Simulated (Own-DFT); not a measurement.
# Computed records: AlGa$_{3}$N$_{4}$ (wurtzite random alloy, strained, atoms displaced)

All values are calculated (Own-DFT development build). A calculation, not a measurement: plane-wave PBE density functional theory by an unreviewed code, no spin, of a simulated periodic cell, stress positive in tension, free energy of the whole cell less one offset for each atom, forces on such cells passed a denser k mesh, this cell's mesh not checked; offsets are fitted by least squares, one for each functional and potential file, so energies compare only between cells with the same atoms and settings and are not formation energies; the far tail of each file's local potential was reset to the Coulomb form; each entry is a single point on an unrelaxed cell, so the pressure reflects the starting lattice, mostly measured values, from which strain is counted, and rises with the displacements; printed positions are rounded, which can move forces by about a meV/angstrom; the program is a retired in-house code; no spin-orbit coupling.

```xyz
72
Lattice="9.2240 0.0000 0.0000 -4.6120 7.9882 0.0000 0.0000 0.0000 10.2685" Properties=species:S:1:pos:R:3:force_x:R:1:force_y:R:1:force_z:R:1 formula=AlGa3N4 functional=PBE potential_files=PseudoDojo_norm-conserving,scalar-relativistic,standard_set_with_the_stringent_files_for_Ga wave_cutoff=96 occupations=Gaussian smearing_width=0.01 k_mesh=4_x_4_x_3_centred_on_Gamma free_energy_of_cell_above_offsets=-4.447 pressure=21.71 stress_xx=-26.72 stress_yy=-27.82 stress_zz=-10.59 stress_yz=0.43 stress_xz=-0.61 stress_xy=0.44
Al     0.0312     1.6967     0.0278     -0.308      2.598      0.413
Ga     1.4871     0.8619     2.5578      2.373     -0.784      1.171
N      0.1017     1.7710     1.9072     -1.754      1.017     -0.765
N      1.5023     0.8784     4.5435      1.691      0.228      0.068
Ga    -0.0612     1.7174     5.1692      1.295      1.643        0.4
Ga     1.3971     0.8997     7.6766      3.649     -0.509      0.895
N     -0.0404     1.7530     7.1321     -0.085      1.861     -2.328
N      1.5000     0.9039     9.6082      0.105      0.282     -0.204
Ga    -1.5083     4.4229    10.2490     -1.141      0.166      1.873
Ga     0.0086     3.5282     2.6937     -0.489      0.469     -1.808
N     -1.5254     4.4460     1.9733      0.239     -0.602     -0.422
N      0.0422     3.5879     4.5388     -1.504     -0.668      1.213
Al    -1.5205     4.4951     5.1765      0.231     -2.539      0.118
Ga    -0.0155     3.5240     7.7222     -0.412      0.814      1.091
N     -1.4865     4.4598     7.0306     -0.842      1.118      0.178
N     -0.0428     3.5544     9.6786       2.19     -2.383     -0.749
Ga    -3.0523     7.1391    10.2055     -0.031     -1.454       1.59
Ga    -1.5280     6.2157     2.5924     -0.719     -0.981     -0.072
N     -3.0873     7.0392     1.9769      -0.74      0.681     -0.908
N     -1.6071     6.1185     4.5119       1.64      1.049     -0.537
Ga    -3.0154     7.0397     5.1163     -2.767      1.125       0.97
Al    -1.6209     6.2276     7.7338      2.143     -0.508      0.406
N     -3.1062     7.0992     7.1464      1.124      0.087     -1.543
N     -1.4825     6.2034     9.6720     -1.272      0.421     -1.907
Ga     3.0612     1.7212     0.0129       0.29       0.87     -0.106
Al     4.5847     0.9404     2.5481      1.173     -0.461     -0.263
N      3.0546     1.7801     1.8856      0.531     -0.482      1.327
N      4.6956     0.9425     4.4416     -3.254     -0.215     -0.064
Al     3.0448     1.8821     5.1259      0.508     -2.514      1.004
Al     4.5796     0.9067     7.7238     -0.193     -0.446     -0.112
N      3.0725     1.9079     7.1919      0.196     -7.525     -3.841
N      4.6231     0.8622     9.6417     -1.115     -0.538     -1.554
Ga     1.5767     4.4340    10.2509     -0.459     -0.709      0.541
Ga     3.0675     3.6294     2.5218      0.196     -1.426      1.091
N      1.4982     4.4064     1.9369      0.172      0.669     -0.578
N      3.0641     3.5350     4.5760     -1.027      1.564     -1.598
Al     1.5034     4.4694     5.1035      1.435      0.587        1.2
Ga     2.9447     3.4507     7.7955      1.616      6.304      1.258
N      1.4872     4.3746     7.0924      0.607      2.608     -1.281
N      3.1995     3.5523     9.7019     -3.243     -1.388      -0.96
Ga     0.0248     7.0921     0.0359     -0.077     -0.148      0.669
Ga     1.5867     6.2298     2.4654     -1.273     -0.438      1.866
N     -0.0400     7.0514     1.9806      1.148      2.711     -0.616
N      1.5404     6.2516     4.4717     -0.963     -0.965       0.26
Ga    -0.1318     7.1478     5.1443      2.262     -0.199     -0.247
Al     1.5066     6.2688     7.6909      0.918     -1.707      0.231
N      0.0314     7.0854     7.0806     -2.335      1.144      0.282
N      1.4928     6.1820     9.6074      1.482      0.826     -1.033
Ga     6.1118     1.7535    10.1324      1.701      0.147      2.488
Ga     7.7719     0.9477     2.5606     -1.489     -0.852     -0.076
N      6.2151     1.8704     1.9332     -1.314     -3.718     -0.797
N      7.7366     0.7819     4.5458     -1.134      3.025     -1.825
Ga     6.1647     1.7706     5.1601      0.681     -0.119      0.301
Ga     7.7212     0.9108     7.6479     -2.723     -0.254      2.426
N      6.0999     1.7528     7.0863      0.167     -0.069      0.319
N      7.7521     0.8983     9.7608     -0.484      0.532     -2.402
Ga     4.6555     4.4112    10.2080      1.617      0.299      2.042
Ga     6.1425     3.5197     2.5746      0.959      1.842      1.465
N      4.6539     4.3738     1.9310     -0.772      2.626     -0.166
N      6.1887     3.5581     4.6119      1.396      0.056     -1.348
Ga     4.6423     4.4251     5.0996     -0.858     -0.207      1.366
Ga     6.1496     3.5938     7.6464       0.22      -0.58      0.752
N      4.6192     4.4249     7.0542     -1.454       0.77      0.072
N      6.1806     3.5001     9.6313      0.324      1.237      -1.39
Ga     3.1249     7.1309    10.2312     -0.992     -1.494       0.01
Al     4.6025     6.2327     2.5961     -0.423     -1.094     -1.528
N      3.0430     7.1155     1.8397      2.323      0.239      1.382
N      4.5574     6.1594     4.4327      1.491       0.81     -0.048
Ga     3.1126     7.0999     5.1042     -1.211     -2.332      1.459
Ga     4.5786     6.2431     7.6985     -0.573     -1.787      0.662
N      3.0696     7.1643     7.0874     -0.976     -1.775     -0.497
N      4.6304     6.1556     9.6740      0.313      1.446     -1.283
```

Units: wave_cutoff in hartree; smearing_width, free_energy_of_cell_above_offsets in eV; pressure, stress_xx, stress_yy, stress_zz, stress_yz, stress_xz, stress_xy in GPa; force_x, force_y, force_z in eV/Å.
